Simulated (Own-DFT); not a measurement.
# A change of arrangement and its cost: Ge32Si32, 64 atoms

Calculated results; nothing here was measured. They come from Own-DFT, an in-house plane-wave density functional program, since retired, whose code no person has reviewed. Each row is one single-point run on a periodic cell that was not relaxed, without spin or spin-orbit coupling.

Settings of every run: PBE; PseudoDojo norm-conserving scalar-relativistic files; cutoff 42 hartree; 3 x 3 x 3 k mesh centred on Gamma; Fermi-Dirac smearing of 0.1 eV.

Known limits, some of them of some rows only: not probed for a lower state with spin; forces on such cells passed a denser k mesh, each cell not checked; stress not checked against mesh or cutoff.

All cells hold the same atoms in the same cell, with vectors in Å (11.089, 0.000, 0.000); (0.000, 11.089, 0.000); (0.000, 0.000, 11.089). Every atom was moved at random from its ideal site; u is the rms move along one axis. The random placing of the alloy's atoms differs from row to row. E is the free energy of the cell above the lowest run. The arrangements:

- A: diamond-structure SiGe in clusters
- B: diamond-structure SiGe in ordered layers
- C: diamond-structure SiGe with randomly placed atoms

| arrangement | u (Å) | E (eV) | P (GPa) |
|---|---|---|---|
| A | 0.0293 | 0.072 | 2.94 |
| A | 0.0296 | 0.330 | 2.95 |
| A | 0.0298 | 0.509 | 2.98 |
| A | 0.0613 | 3.557 | 3.53 |
| A | 0.0621 | 3.353 | 3.50 |
| A | 0.0624 | 4.096 | 3.70 |
| B | 0.0310 | 0.371 | 2.94 |
| B | 0.0312 | 0.413 | 2.95 |
| B | 0.0316 | 0.624 | 2.99 |
| B | 0.0567 | 2.704 | 3.37 |
| B | 0.0575 | 2.874 | 3.38 |
| B | 0.0621 | 3.135 | 3.45 |
| C | 0.0280 | 0.057 | 2.75 |
| C | 0.0288 | 0.000 | 2.79 |
| C | 0.0301 | 0.296 | 2.86 |
| C | 0.0575 | 3.244 | 3.37 |
| C | 0.0582 | 3.037 | 3.32 |
| C | 0.0618 | 3.469 | 3.48 |

Question: once the cost of the random moves is taken out, how do the arrangements rank?

## Worked answer

Fit E = a + b u², with one b for all and one a for each arrangement, and with residuals divided by u², since the noise grows with the moves. Then b = 1111 eV/Å², the scatter at u = 0.04 Å is 0.20 eV, and against A:

- B: 0.02 ± 0.09 eV (not told apart from A)
- C: -0.15 ± 0.09 eV (not told apart from A)

These are energies of unrelaxed cells. Relaxing the atoms lowers the strained arrangements most, so the gaps would shrink and small ones could change sign.
